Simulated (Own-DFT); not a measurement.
# Biaxial strain at fixed height in wurtzite AlGaN with randomly placed atoms, 72 atoms (Al9Ga27N36)

Source: density functional calculations with Own-DFT, an unreviewed in-house program that is no longer used. Nothing was measured or relaxed, and spin and spin-orbit coupling are left out.

Common settings: PBE; PseudoDojo norm-conserving scalar-relativistic files; cutoff 42 hartree; 4 x 4 x 3 k mesh centred on Gamma; Fermi-Dirac smearing of 0.1 eV.

Known weak points: forces on such cells passed a denser k mesh, each cell not checked; stress not checked against mesh or cutoff.

Unstrained cell vectors in Å: (9.509, 0.000, 0.000); (-4.755, 8.235, 0.000); (0.000, 0.000, 10.268). The unstrained cell has measured lattice constants (interpolated for alloys), not those of this functional. That, the random moves and any unrelaxed bonds set the pressure at no strain. Each run strains x and y alike by e, as a substrate would, and holds the height along z. Random moves of width 0.05 Å per axis were added to every atom. The random placing of the alloy's atoms differs from row to row. Stress is positive in tension.

| e (%) | u (Å) | (s_xx + s_yy)/2 (GPa) | s_zz (GPa) |
|---|---|---|---|
| -3.00 | 0.051 | -28.07 | -11.54 |
| -1.50 | 0.047 | ? | ? |
| -1.25 | 0.050 | -14.24 | -10.28 |
| -1.00 | 0.047 | -12.69 | -9.95 |
| -0.75 | 0.051 | -10.73 | -10.76 |
| -0.50 | 0.045 | -9.03 | -9.98 |
| 0.50 | 0.052 | -4.41 | -7.19 |
| 1.25 | 0.052 | -1.46 | -6.61 |
| 2.25 | 0.056 | 3.07 | -5.34 |
| 3.00 | 0.048 | 7.83 | -7.21 |

## What the rows give

With e as a fraction, the in-plane stress is -6.8 + 570 e - 4018 e² GPa (errors 17 and 896, scatter 0.91), and s_zz is -8.8 + 104 e GPa (slope ± 20, scatter 1.04). At e = 0 the first slope is C11 + C12 and the second 2 C13, both with the ions held to the strained lattice and at the cell's own pressure. The term in e² is negative: the layer stiffens under compression and softens under tension. A free layer would change its height as e changes, and the in-plane slope would drop by 2 C13²/C33 to the biaxial modulus. At fixed height, a misfit of 1 % moves the in-plane stress by about 5.7 GPa and s_zz by 1.0 GPa.

## Test on the hidden row

The question: what are the two stresses at e = -1.50 %?

The fit gives -16.3 and -10.4 GPa. The calculation gave -16.44 and -9.36 GPa.
